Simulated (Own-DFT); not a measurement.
# A layer strained by its substrate: wurtzite AlGaN with randomly placed atoms, 72 atoms (Al9Ga27N36)

Everything here is calculated. The program is Own-DFT (plane waves, in-house, since retired, never reviewed by a person); positions were held fixed, and spin and spin-orbit coupling were off.

All runs used: PBEsol; PseudoDojo norm-conserving scalar-relativistic files, made for PBE; cutoff 42 hartree; 4 x 4 x 3 k mesh centred on Gamma; Fermi-Dirac smearing of 0.1 eV.

Caveats: forces on such cells passed a denser k mesh, each cell not checked; stress not checked against mesh or cutoff.

Unstrained cell vectors in Å: (9.509, 0.000, 0.000); (-4.755, 8.235, 0.000); (0.000, 0.000, 10.268). The unstrained cell has measured lattice constants (interpolated for alloys), not those of this functional. That, the random moves and any unrelaxed bonds set the pressure at no strain. Each run strains x and y alike by e, as a substrate would, and holds the height along z. All atoms carry random offsets, Gaussian with a width of 0.05 Å per axis. The random placing of the alloy's atoms differs from row to row. Stress is positive in tension.

| e (%) | u (Å) | (s_xx + s_yy)/2 (GPa) | s_zz (GPa) |
|---|---|---|---|
| -3.00 | 0.051 | -22.56 | -6.31 |
| -2.75 | 0.053 | -20.31 | -6.41 |
| -2.50 | 0.052 | -18.88 | -6.20 |
| -1.75 | 0.052 | -11.90 | -6.53 |
| -1.50 | 0.049 | -10.83 | -5.26 |
| -1.25 | 0.052 | -8.98 | -5.59 |
| -1.00 | 0.048 | ? | ? |
| 2.25 | 0.049 | 8.65 | -0.74 |
| 2.50 | 0.051 | 9.29 | -1.08 |
| 2.75 | 0.049 | 10.23 | 1.07 |

## Analysis

With e as a fraction, the in-plane stress is -1.1 + 556 e - 5416 e² GPa (errors 5 and 463, scatter 0.34), and s_zz is -3.4 + 122 e GPa (slope ± 11, scatter 0.75). At e = 0 the first slope is C11 + C12 and the second 2 C13, both with the ions held to the strained lattice and at the cell's own pressure. The term in e² is negative: the layer stiffens under compression and softens under tension. A free layer would change its height as e changes, and the in-plane slope would drop by 2 C13²/C33 to the biaxial modulus. At fixed height, a misfit of 1 % moves the in-plane stress by about 5.6 GPa and s_zz by 1.2 GPa.

## Withheld run

The question: what are the two stresses at e = -1.00 %?

Estimate: -7.2 and -4.6 GPa. Computed: -8.42 and -3.96 GPa. This run lies off the fit, by chance or by something that the fit leaves out.
